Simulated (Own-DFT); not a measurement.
# Computed records: SiGe$_{3}$ (diamond-structure random alloy, atoms displaced)

All values are calculated (Own-DFT development build). A calculation, not a measurement: plane-wave PBEsol density functional theory by an unreviewed code, no spin, of a simulated periodic cell, stress positive in tension, free energy of the whole cell less one offset for each atom, forces on such cells passed a denser k mesh, this cell's mesh not checked; offsets are fitted by least squares, one for each functional and potential file, so energies compare only between cells with the same atoms and settings and are not formation energies; the far tail of each file's local potential was reset to the Coulomb form; each entry is a single point on an unrelaxed cell, so the pressure reflects the starting lattice, mostly measured values, from which strain is counted, and rises with the displacements; printed positions are rounded, which can move forces by about a meV/angstrom; the program is a retired in-house code; no spin-orbit coupling.

Settings shared by all entries: functional PBEsol; potential files PseudoDojo norm-conserving, scalar-relativistic, made for PBE, standard set; wave cutoff 42 hartree; occupations Fermi-Dirac; smearing width 0.1 eV; hardware one NVIDIA H200; k mesh 3 x 3 x 3 centred on Gamma.

(1) SiGe$_{3}$ (diamond-structure random alloy, atoms displaced)

```
CELL_PARAMETERS angstrom
11.20250 0.00000 0.00000
0.00000 11.20250 0.00000
0.00000 0.00000 11.20250
ATOMIC_POSITIONS crystal
Ge 0.99846 0.00313 0.99888
Ge 0.00139 0.24617 0.25226
Ge 0.24899 0.99624 0.24990
Ge 0.24934 0.25432 0.99831
Ge 0.12318 0.12531 0.12429
Ge 0.12569 0.37368 0.37648
Ge 0.37206 0.12668 0.37397
Ge 0.37738 0.37227 0.12898
Si 0.00348 0.99579 0.50295
Ge 0.00036 0.24860 0.74816
Ge 0.25028 0.00010 0.75352
Ge 0.25558 0.25216 0.50545
Ge 0.12359 0.12807 0.62282
Ge 0.12457 0.37550 0.87874
Si 0.37734 0.12511 0.87503
Ge 0.37374 0.37468 0.62136
Si 0.00479 0.49998 0.99924
Si 0.00376 0.75379 0.24545
Ge 0.24745 0.50095 0.25127
Si 0.25235 0.75235 0.00273
Ge 0.12678 0.62694 0.12192
Ge 0.12345 0.87648 0.37907
Ge 0.38020 0.62251 0.37917
Ge 0.37312 0.87266 0.12294
Ge 0.00129 0.50124 0.50207
Si 0.99988 0.75090 0.74998
Ge 0.24585 0.50393 0.75586
Ge 0.24879 0.75125 0.50324
Ge 0.12650 0.62655 0.62331
Ge 0.12642 0.87456 0.87406
Ge 0.37638 0.62729 0.87618
Ge 0.37559 0.88036 0.62391
Si 0.49933 0.00171 0.99574
Si 0.49886 0.24561 0.25269
Ge 0.74896 0.00303 0.25137
Ge 0.74732 0.24933 0.99966
Si 0.63234 0.12573 0.12301
Si 0.62329 0.37594 0.37521
Ge 0.87206 0.12682 0.37285
Ge 0.88036 0.37160 0.12207
Ge 0.49825 0.00321 0.49986
Ge 0.49735 0.25094 0.74851
Ge 0.74649 0.00369 0.74806
Ge 0.75227 0.24882 0.50125
Ge 0.62426 0.12437 0.62732
Ge 0.62172 0.37845 0.87273
Ge 0.87276 0.12110 0.87536
Ge 0.87533 0.37442 0.62292
Si 0.49760 0.49834 0.00237
Si 0.50394 0.75117 0.24881
Ge 0.74882 0.50056 0.24647
Si 0.75114 0.74894 0.00351
Ge 0.62413 0.62360 0.12301
Ge 0.62541 0.87522 0.37730
Ge 0.87489 0.62574 0.37282
Ge 0.87064 0.87465 0.12360
Si 0.50100 0.50042 0.50273
Si 0.50262 0.75074 0.74808
Ge 0.74689 0.50275 0.74999
Ge 0.75014 0.75044 0.49843
Ge 0.62669 0.62449 0.62484
Ge 0.62412 0.87416 0.87464
Ge 0.87444 0.62701 0.87294
Si 0.87487 0.87432 0.62715
```

```
free energy of cell above offsets : -2.032 eV
pressure                          : 0.58 GPa
stress xx                         : -0.57 GPa
stress yy                         : -0.58 GPa
stress zz                         : -0.58 GPa
stress yz                         : 0.02 GPa
stress xz                         : -0.21 GPa
stress xy                         : -0.3 GPa
wall time                         : 594 s
```

Force:
| element | x (eV/Å) | y (eV/Å) | z (eV/Å) |
| --- | --- | --- | --- |
| Ge | 0.091 | -0.699 | 0.114 |
| Ge | -0.006 | 0.413 | -0.088 |
| Ge | -0.086 | 0.341 | -0.032 |
| Ge | 0.638 | -0.843 | 0.245 |
| Ge | 0.472 | -0.069 | -0.036 |
| Ge | 0.021 | -0.021 | 0.187 |
| Ge | 0.161 | -0.153 | -0.11 |
| Ge | 0.02 | 0.207 | -0.023 |
| Si | -1.048 | 0.544 | 0.01 |
| Ge | -0.326 | 0.242 | 0.523 |
| Ge | 0.161 | 0.599 | -0.249 |
| Ge | -0.921 | -0.436 | -0.971 |
| Ge | 0.318 | -0.703 | 0.1 |
| Ge | -0.408 | 0.069 | -0.526 |
| Si | -0.288 | 0.12 | 0.183 |
| Ge | 0.45 | 1.167 | 0.985 |
| Si | -0.708 | 0.292 | 0.017 |
| Si | -0.476 | -0.197 | 0.391 |
| Ge | 0.473 | -0.009 | 0.03 |
| Si | -0.319 | -0.322 | -0.681 |
| Ge | -0.139 | 0.147 | 0.057 |
| Ge | -0.107 | -0.428 | -0.497 |
| Ge | -0.168 | 0.546 | -0.447 |
| Ge | 0.892 | 0.318 | 0.179 |
| Ge | -0.184 | -0.038 | -0.421 |
| Si | -0.064 | 0.114 | -0.277 |
| Ge | 0.477 | -0.348 | -0.568 |
| Ge | 0.632 | 0.032 | -0.45 |
| Ge | -0.517 | 0.142 | 0.72 |
| Ge | -0.258 | -0.395 | 0.414 |
| Ge | 0.282 | 0.236 | 0.23 |
| Ge | 0.107 | -0.67 | 0.546 |
| Si | 0.256 | 0.204 | 0.638 |
| Si | 0.939 | 0.242 | -0.308 |
| Ge | -0.171 | -0.35 | -0.309 |
| Ge | 0.291 | 0.327 | -0.331 |
| Si | -1.572 | -0.245 | 0.267 |
| Si | -0.162 | -0.197 | 0.028 |
| Ge | 0.808 | -0.729 | 0.797 |
| Ge | -0.14 | 0.483 | 0.061 |
| Ge | 0.21 | -0.014 | -0.248 |
| Ge | -0.058 | -0.149 | 0.24 |
| Ge | 0.576 | -0.999 | 0.116 |
| Ge | -0.789 | 0.376 | -0.348 |
| Ge | -0.209 | 0.489 | -0.498 |
| Ge | -0.168 | -0.117 | 0.513 |
| Ge | -0.004 | 0.668 | -0.306 |
| Ge | -0.049 | 0.316 | 0.495 |
| Si | 0.013 | 0.123 | -0.177 |
| Si | -0.358 | -0.181 | 0.166 |
| Ge | 0.154 | -0.614 | 0.346 |
| Si | -0.347 | -0.033 | -0.597 |
| Ge | -0.235 | 0.315 | -0.18 |
| Ge | -0.405 | 0.118 | -0.417 |
| Ge | 0.512 | 0.225 | -0.388 |
| Ge | 0.55 | 0.021 | 0.274 |
| Si | 0.385 | -0.452 | -0.267 |
| Si | -0.337 | 0.034 | -0.042 |
| Ge | 0.583 | -0.435 | -0.063 |
| Ge | 0.468 | 0.116 | 0.392 |
| Ge | -0.637 | 0.326 | -0.166 |
| Ge | 0.092 | -0.214 | 0.254 |
| Ge | 0.399 | -0.014 | 0.574 |
| Si | 0.232 | 0.161 | -0.072 |

(2) SiGe$_{3}$ (diamond-structure random alloy, atoms displaced)

```
CELL_PARAMETERS angstrom
11.20250 0.00000 0.00000
0.00000 11.20250 0.00000
0.00000 0.00000 11.20250
ATOMIC_POSITIONS crystal
Ge 0.99641 0.00046 0.99526
Si 0.00351 0.24686 0.24630
Ge 0.24842 0.00135 0.25077
Ge 0.25080 0.24609 0.00323
Ge 0.12444 0.12088 0.12558
Ge 0.12447 0.37085 0.37784
Ge 0.38069 0.12816 0.37019
Ge 0.37701 0.37401 0.12583
Ge 0.99932 0.99871 0.49554
Ge 0.00083 0.24904 0.74620
Ge 0.24787 0.99683 0.74764
Ge 0.24597 0.25676 0.49698
Ge 0.12269 0.11906 0.62440
Ge 0.12599 0.37100 0.87710
Ge 0.37117 0.12398 0.87537
Ge 0.37453 0.37627 0.62579
Si 0.00181 0.49852 0.99469
Ge 0.00304 0.74908 0.24682
Ge 0.25277 0.50018 0.24735
Ge 0.25069 0.75219 0.00051
Ge 0.12370 0.63028 0.12966
Ge 0.12270 0.87519 0.37359
Ge 0.37103 0.62072 0.37381
Si 0.37466 0.87819 0.12058
Ge 0.99903 0.49895 0.50132
Si 0.99973 0.74934 0.75439
Ge 0.25180 0.50272 0.74969
Si 0.25288 0.74979 0.49564
Ge 0.12237 0.62329 0.62779
Ge 0.12255 0.87616 0.87439
Si 0.37584 0.62395 0.86940
Ge 0.37696 0.87426 0.62625
Ge 0.49635 0.99921 0.00057
Ge 0.49862 0.24982 0.24657
Ge 0.75065 0.00337 0.24653
Ge 0.74779 0.24816 0.99858
Ge 0.62382 0.13054 0.12707
Ge 0.62643 0.37320 0.37527
Ge 0.87707 0.12067 0.37546
Ge 0.86974 0.37424 0.12807
Ge 0.49784 0.99856 0.49694
Si 0.50140 0.24689 0.75285
Si 0.75002 0.99887 0.75268
Ge 0.75208 0.25581 0.50052
Si 0.62848 0.12655 0.62526
Ge 0.62363 0.37351 0.87301
Ge 0.87291 0.12567 0.87257
Ge 0.86797 0.37985 0.62245
Ge 0.50472 0.50068 0.00649
Ge 0.49661 0.74941 0.24854
Si 0.74745 0.49876 0.25298
Ge 0.75435 0.74740 0.99769
Ge 0.62111 0.62717 0.12290
Ge 0.62243 0.88033 0.37505
Si 0.87642 0.62598 0.36929
Si 0.87472 0.87846 0.12206
Ge 0.50541 0.50115 0.50019
Ge 0.50241 0.75131 0.75240
Si 0.74868 0.49726 0.74636
Si 0.74625 0.74925 0.49856
Si 0.62324 0.62297 0.62125
Ge 0.62401 0.87738 0.87199
Si 0.87597 0.62246 0.87293
Ge 0.87170 0.87888 0.62449
```

```
free energy of cell above offsets : -1.479 eV
pressure                          : 0.71 GPa
stress xx                         : -0.73 GPa
stress yy                         : -0.69 GPa
stress zz                         : -0.7 GPa
stress yz                         : -0.41 GPa
stress xz                         : 0.07 GPa
stress xy                         : 0.14 GPa
wall time                         : 613.2 s
```

Force:
| element | x (eV/Å) | y (eV/Å) | z (eV/Å) |
| --- | --- | --- | --- |
| Ge | 0.032 | -0.011 | 0.472 |
| Si | -0.553 | 0.209 | 0.44 |
| Ge | 0.657 | -0.399 | -0.206 |
| Ge | -0.126 | 0.259 | -0.003 |
| Ge | -0.343 | 0.244 | -0.2 |
| Ge | -0.725 | 0.785 | -1.32 |
| Ge | -1.073 | -0.134 | 0.697 |
| Ge | -0.275 | 0.155 | -0.385 |
| Ge | -0.03 | -0.253 | 0.612 |
| Ge | -0.417 | 0.288 | -0.01 |
| Ge | 0.165 | 0.132 | 0.192 |
| Ge | 0.99 | -1.425 | 0.793 |
| Ge | 0.326 | 0.621 | -0.506 |
| Ge | 0.106 | 0.358 | -0.195 |
| Ge | 0.425 | 0.044 | -0.445 |
| Ge | 0.562 | -0.352 | 0.132 |
| Si | -0.463 | 0.279 | 0.77 |
| Ge | -1.344 | 0.836 | 0.378 |
| Ge | -0.831 | -0.445 | 0.224 |
| Ge | 0.366 | -0.25 | -0.363 |
| Ge | 0.419 | -1.221 | -1.421 |
| Ge | 0.67 | -0.472 | 0.237 |
| Ge | 0.592 | 0.488 | 0.369 |
| Si | -0.275 | -0.389 | 0.718 |
| Ge | -0.282 | 0.462 | -0.595 |
| Si | -0.487 | 0.038 | -0.495 |
| Ge | -0.183 | -0.377 | 0.304 |
| Si | -0.546 | -0.04 | 0.623 |
| Ge | 0.282 | 0.903 | -0.373 |
| Ge | 0.036 | -0.49 | -0.022 |
| Si | 0.19 | 0.185 | 1.11 |
| Ge | -0.356 | -0.393 | -0.522 |
| Ge | 0.431 | 0.274 | 0.064 |
| Ge | 0.46 | 0.544 | 0.455 |
| Ge | -0.027 | -0.445 | 0.069 |
| Ge | 0.197 | 0.304 | -0.019 |
| Ge | -0.019 | -0.764 | -0.659 |
| Ge | -0.195 | 0.243 | -0.391 |
| Ge | -0.05 | 1.157 | -0.517 |
| Ge | 0.798 | 0.237 | -0.266 |
| Ge | 0.33 | 0.884 | 0.839 |
| Si | -0.24 | -0.095 | -0.632 |
| Si | -0.296 | 0.575 | -0.659 |
| Ge | -0.302 | -1.319 | -0.149 |
| Si | -0.281 | -0.228 | 0.234 |
| Ge | 0.079 | 0.247 | -0.082 |
| Ge | -0.088 | -0.01 | -0.185 |
| Ge | 0.923 | -0.195 | 0.568 |
| Ge | -0.94 | -0.15 | -1.462 |
| Ge | -0.268 | 0.594 | 0.01 |
| Si | 0.159 | 0.617 | -0.252 |
| Ge | -0.11 | 0.329 | 0.013 |
| Ge | 1.179 | 0.071 | 0.845 |
| Ge | 0.546 | -0.94 | -0.374 |
| Si | -0.547 | -0.078 | 0.602 |
| Si | 0.087 | -0.474 | 0.121 |
| Ge | -0.69 | -0.229 | -0.094 |
| Ge | -0.081 | -0.779 | -0.559 |
| Si | -0.361 | 0.948 | 0.473 |
| Si | 0.366 | -0.163 | -0.165 |
| Si | 0.753 | 0.519 | 0.614 |
| Ge | 0.49 | -0.029 | 0.602 |
| Si | 0.102 | -0.358 | -0.292 |
| Ge | 0.086 | -0.923 | 0.239 |
